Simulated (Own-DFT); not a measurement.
# Stretching a layer in its plane: wurtzite AlGaN with randomly placed atoms, 72 atoms (Al9Ga27N36)

Source: density functional calculations with Own-DFT, an unreviewed in-house program that is no longer used. Nothing was measured or relaxed, and spin and spin-orbit coupling are left out.

Common settings: PBE; PseudoDojo norm-conserving scalar-relativistic files (stringent for Ga); cutoff 96 hartree; 4 x 4 x 3 k mesh centred on Gamma; Gaussian smearing of 0.01 eV.

Limits: forces on such cells passed a denser k mesh, each cell not checked; stress not checked against mesh or cutoff.

Unstrained cell vectors in Å: (9.509, 0.000, 0.000); (-4.755, 8.235, 0.000); (0.000, 0.000, 10.268). The unstrained cell has measured lattice constants (interpolated for alloys), not those of this functional. That, the random moves and any unrelaxed bonds set the pressure at no strain. Each run strains x and y alike by e, as a substrate would, and holds the height along z. Each coordinate of each atom was shifted by a normal deviate of width 0.05 Å. The random placing of the alloy's atoms differs from row to row. Stress is positive in tension.

| e (%) | u (Å) | (s_xx + s_yy)/2 (GPa) | s_zz (GPa) |
|---|---|---|---|
| -2.75 | 0.047 | -24.82 | -10.45 |
| -1.50 | 0.054 | -15.73 | -10.83 |
| 0.50 | 0.051 | -4.04 | -6.91 |
| 0.75 | 0.048 | -2.36 | -6.13 |
| 1.00 | 0.053 | -2.59 | -5.65 |
| 1.25 | 0.048 | -0.19 | -5.24 |
| 1.50 | 0.052 | 0.07 | -5.18 |
| 1.75 | 0.046 | 1.66 | -4.03 |
| 2.00 | 0.048 | ? | ? |
| 2.50 | 0.046 | 5.13 | -3.26 |

## What the rows give

With e as a fraction, the in-plane stress is -6.9 + 553 e - 3386 e² GPa (errors 12 and 790, scatter 0.54), and s_zz is -7.3 + 154 e GPa (slope ± 14, scatter 0.68). At e = 0 the first slope is C11 + C12 and the second 2 C13, both with the ions held to the strained lattice and at the cell's own pressure. The term in e² is negative: the layer stiffens under compression and softens under tension. A free layer would change its height as e changes, and the in-plane slope would drop by 2 C13²/C33 to the biaxial modulus. At fixed height, a misfit of 1 % moves the in-plane stress by about 5.5 GPa and s_zz by 1.5 GPa.

## Prediction

Q: what are the two stresses at e = 2.00 %?

The fit gives 2.8 and -4.2 GPa. The hidden result is 3.01 and -4.57 GPa.
